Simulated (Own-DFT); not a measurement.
# One host, several defects: D0_22 TiAl3

Source: density functional calculations with Own-DFT, an unreviewed in-house program that is no longer used. Nothing was measured or relaxed, and spin and spin-orbit coupling are left out.

All runs used: PBE; PseudoDojo norm-conserving scalar-relativistic files; cutoff 42 hartree; 4 x 4 x 4 k mesh centred on Gamma; cold (Marzari-Vanderbilt) smearing of 0.2 eV.

Known weak points: forces on such cells failed a check on a denser k mesh; stress not checked against mesh or cutoff.

All runs share one cell, with vectors in Å (-2.365, -6.981, 4.326); (-7.667, 3.491, 1.442); (-2.950, -3.488, -7.241) and a volume of 625.4 Å³. u is the rms random offset of the atoms per axis. The defect's site can differ from row to row.

| cell | formula | u (Å) | P (GPa) |
|---|---|---|---|
| no defect | Al30Ti10 | 0.0187 | 1.96 |
| no defect | Al30Ti10 | 0.0208 | 1.98 |
| no defect | Al30Ti10 | 0.0472 | 2.66 |
| two Al on a Ti site each | Al32Ti8 | 0.0290 | 2.90 |
| two Al on a Ti site each | Al32Ti8 | 0.0308 | 2.92 |
| two Al on a Ti site each | Al32Ti8 | 0.0497 | 3.30 |
| two Al vacancies | Al28Ti10 | 0.0279 | 1.28 |
| two Al vacancies | Al28Ti10 | 0.0305 | 1.23 |
| two Al vacancies | Al28Ti10 | 0.0466 | 1.31 |
| two Al vacancies | Al28Ti10 | 0.0496 | ? |
| two Ti on an Al site each | Al28Ti12 | 0.0301 | 3.41 |
| two Ti on an Al site each | Al28Ti12 | 0.0486 | 3.55 |
| two Ti on an Al site each | Al28Ti12 | 0.0562 | 3.93 |

## Analysis

P = P0 + c u² + a shift for each defect gives P0 = 1.96 GPa, c = 242 ± 46 GPa/Å² and a scatter of 0.13 GPa. The shifts, and each times the cell's volume:

- two Ti on an Al site each: 1.16 ± 0.12 GPa, 4.5 eV (2.3 eV for each of its 2 sites)
- two Al on a Ti site each: 0.74 ± 0.11 GPa, 2.9 eV (1.4 eV for each of its 2 sites)
- two Al vacancies: -1.00 ± 0.11 GPa, -3.9 eV (-1.9 eV for each of its 2 sites)

Positive is outwards. The product with the volume (160.2 GPa Å³ to the eV) is nearly free of the cell's size; divided by the bulk modulus at the cell's pressure it gives the volume that the defect adds. The atoms around the defects weren't relaxed, which would change these numbers.

## The run left out

Asked: what pressure belongs in the blank (two Al vacancies, u = 0.0496 Å)?

Estimate: 1.56 ± 0.16 GPa. Computed: 1.65 GPa.
